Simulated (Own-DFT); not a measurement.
# Which defects push the lattice out? zincblende GaAs

Calculated, not measured: single-point runs of Own-DFT, a retired in-house plane-wave DFT program that no person has reviewed, on unrelaxed cells, without spin or spin-orbit coupling.

Settings: PBE; PseudoDojo norm-conserving scalar-relativistic files; cutoff 42 hartree; 3 x 3 x 3 k mesh centred on Gamma; Fermi-Dirac smearing of 0.1 eV.

Keep in mind (not all hold for every row): not probed for a lower state with spin; forces not confirmed at this smearing and k mesh; stress not checked against mesh or cutoff.

All runs share one cell, with vectors in Å (11.737, 0.000, 0.000); (0.000, 11.737, 0.000); (0.000, 0.000, 10.833) and a volume of 1492.4 Å³, strained against the parent crystal. Atoms were moved at random from their sites; u is the rms move along one axis. The defect's site can differ from row to row.

```
                             cell     formula   u (Å)  P (GPa)
                        no defect    As32Ga32  0.0290     1.24
                        no defect    As32Ga32  0.0312     1.26
                        no defect    As32Ga32  0.0501     1.57
              one In on a Ga site  As32Ga31In  0.0490     2.07
              one In on a Ga site  As32Ga31In  0.0494     2.20
              one In on a Ga site  As32Ga31In  0.0542     2.23
              one Al on a Ga site  AlAs32Ga31  0.0290     1.20
              one Al on a Ga site  AlAs32Ga31  0.0316     1.27
              one Al on a Ga site  AlAs32Ga31  0.0505     1.51
              one P on an As site   As31Ga32P  0.0284     1.00
              one P on an As site   As31Ga32P  0.0305     1.03
              one P on an As site   As31Ga32P  0.0306     1.02
              one P on an As site   As31Ga32P  0.0328        ?
one As vacancy and one Ga vacancy    As31Ga31  0.0288     0.94
one As vacancy and one Ga vacancy    As31Ga31  0.0480     1.10
one As vacancy and one Ga vacancy    As31Ga31  0.0531     1.25
```

## Worked fit

P = P0 + c u² + a shift for each defect gives P0 = 1.11 GPa, c = 172 ± 17 GPa/Å² and a scatter of 0.04 GPa. The shifts, and each times the cell's volume:

- one In on a Ga site: 0.62 ± 0.04 GPa, 5.7 eV
- one Al on a Ga site: -0.03 ± 0.03 GPa, -0.3 eV (not resolved)
- one P on an As site: -0.25 ± 0.03 GPa, -2.3 eV
- one As vacancy and one Ga vacancy: -0.35 ± 0.03 GPa, -3.3 eV

Positive is outwards. The product with the volume (160.2 GPa Å³ to the eV) is nearly free of the cell's size; divided by the bulk modulus at the cell's pressure it gives the volume that the defect adds. The atoms around the defects weren't relaxed, which would change these numbers.

## Withheld run

Asked: what pressure belongs in the blank (one P on an As site, u = 0.0328 Å)?

From the fit: 1.05 ± 0.05 GPa. DFT gave 1.04 GPa.
